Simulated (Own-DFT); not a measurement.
# One host, several defects: 4H SiC

Everything here is calculated. The program is Own-DFT (plane waves, in-house, since retired, never reviewed by a person); positions were held fixed, and spin and spin-orbit coupling were off.

Common settings: PBE; PseudoDojo norm-conserving scalar-relativistic files; cutoff 42 hartree; 4 x 4 x 3 k mesh centred on Gamma; Fermi-Dirac smearing of 0.1 eV.

Limits (not all hold for every row): not probed for a lower state with spin; forces on such cells failed a check on a denser k mesh; forces on such cells passed a denser k mesh, each cell not checked; stress not checked against mesh or cutoff.

All runs share one cell, with vectors in Å (9.248, 0.000, 0.000); (-4.624, 8.009, 0.000); (0.000, 0.000, 10.068) and a volume of 745.7 Å³. The atoms are randomly displaced, by u rms on each axis. The defect's site can differ from row to row.

```
                                     cell    formula   u (Å)  P (GPa)
                                no defect    C36Si36  0.0302     3.73
                                no defect    C36Si36  0.0610     6.79
                                no defect    C36Si36  0.0623     6.21
one C on a Si site and one Si on a C site    C36Si36  0.0290     7.21
one C on a Si site and one Si on a C site    C36Si36  0.0312     7.40
one C on a Si site and one Si on a C site    C36Si36  0.0514     8.95
                   two N on a C site each  C34N2Si36  0.0284     2.68
                   two N on a C site each  C34N2Si36  0.0296     2.87
                   two N on a C site each  C34N2Si36  0.0508     4.45
                   two N on a C site each  C34N2Si36  0.0536        ?
                            one C vacancy    C35Si36  0.0297     3.40
                            one C vacancy    C35Si36  0.0502     5.30
                            one C vacancy    C35Si36  0.0566     5.24
                       one C on a Si site    C37Si35  0.0468     2.39
                       one C on a Si site    C37Si35  0.0487     2.80
                       one C on a Si site    C37Si35  0.0548     3.35
```

## Fit

P = P0 + c u² + a shift for each defect gives P0 = 2.92 GPa, c = 936 ± 70 GPa/Å² and a scatter of 0.25 GPa. The shifts, and each times the cell's volume:

- one C on a Si site and one Si on a C site: 3.54 ± 0.22 GPa, 16.5 eV
- one C vacancy: -0.34 ± 0.21 GPa, -1.6 eV (not resolved)
- two N on a C site each: -0.92 ± 0.23 GPa, -4.3 eV (-2.1 eV for each of its 2 sites)
- one C on a Si site: -2.43 ± 0.20 GPa, -11.3 eV

Positive is outwards. The product with the volume (160.2 GPa Å³ to the eV) is nearly free of the cell's size; divided by the bulk modulus at the cell's pressure it gives the volume that the defect adds. The atoms around the defects weren't relaxed, which would change these numbers.

## Check

Q: what pressure belongs in the blank (two N on a C site each, u = 0.0536 Å)?

From the fit: 4.69 ± 0.30 GPa. The calculation gave 4.73 GPa.
